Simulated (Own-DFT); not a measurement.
# Which arrangement is lower? C34N2Si36, 72 atoms

These are calculations, not measurements. They come from Own-DFT, an in-house plane-wave density functional program, since retired, whose code no person has reviewed. Each row is one single-point run on a periodic cell that was not relaxed, without spin or spin-orbit coupling.

Settings of every run: PBE; PseudoDojo norm-conserving scalar-relativistic files; cutoff 42 hartree; 4 x 4 x 3 k mesh centred on Gamma; Fermi-Dirac smearing of 0.1 eV.

Known limits: not probed for a lower state with spin; forces on such cells passed a denser k mesh, each cell not checked; stress not checked against mesh or cutoff.

All cells hold the same atoms in the same cell, with vectors in Å (9.248, 0.000, 0.000); (-4.624, 8.009, 0.000); (0.000, 0.000, 10.068). Every atom was moved at random from its ideal site; u is the rms move along one axis. The defect's site can differ from row to row. E is the free energy of the cell above the lowest run. The arrangements:

- A: 4H SiC, with two N on a C site each, 3.1 Å apart
- B: 2H SiC, with two N on a C site each, 3.1 Å apart

```
arrangement,u (Å),E (eV),P (GPa)
A,0.0289,0.095,2.82
A,0.0293,0.082,2.71
A,0.0296,0.000,2.65
A,0.0499,4.517,4.18
A,0.0503,5.283,4.84
A,0.0529,5.337,4.78
B,0.0296,1.075,2.89
B,0.0300,1.115,2.89
B,0.0311,1.289,3.00
B,0.0505,5.400,4.49
B,0.0516,5.469,4.55
B,0.0516,4.924,4.25
```

Question: once the cost of the random moves is taken out, how do the arrangements rank?

## Worked answer

Fit E = a + b u², with one b for all and one a for each arrangement, and with residuals divided by u², since the noise grows with the moves. Then b = 2627 eV/Å², the scatter at u = 0.04 Å is 0.26 eV, and against A:

- B: 0.87 ± 0.11 eV (higher)

These are energies of unrelaxed cells. Relaxing the atoms lowers the strained arrangements most, so the gaps would shrink and small ones could change sign.
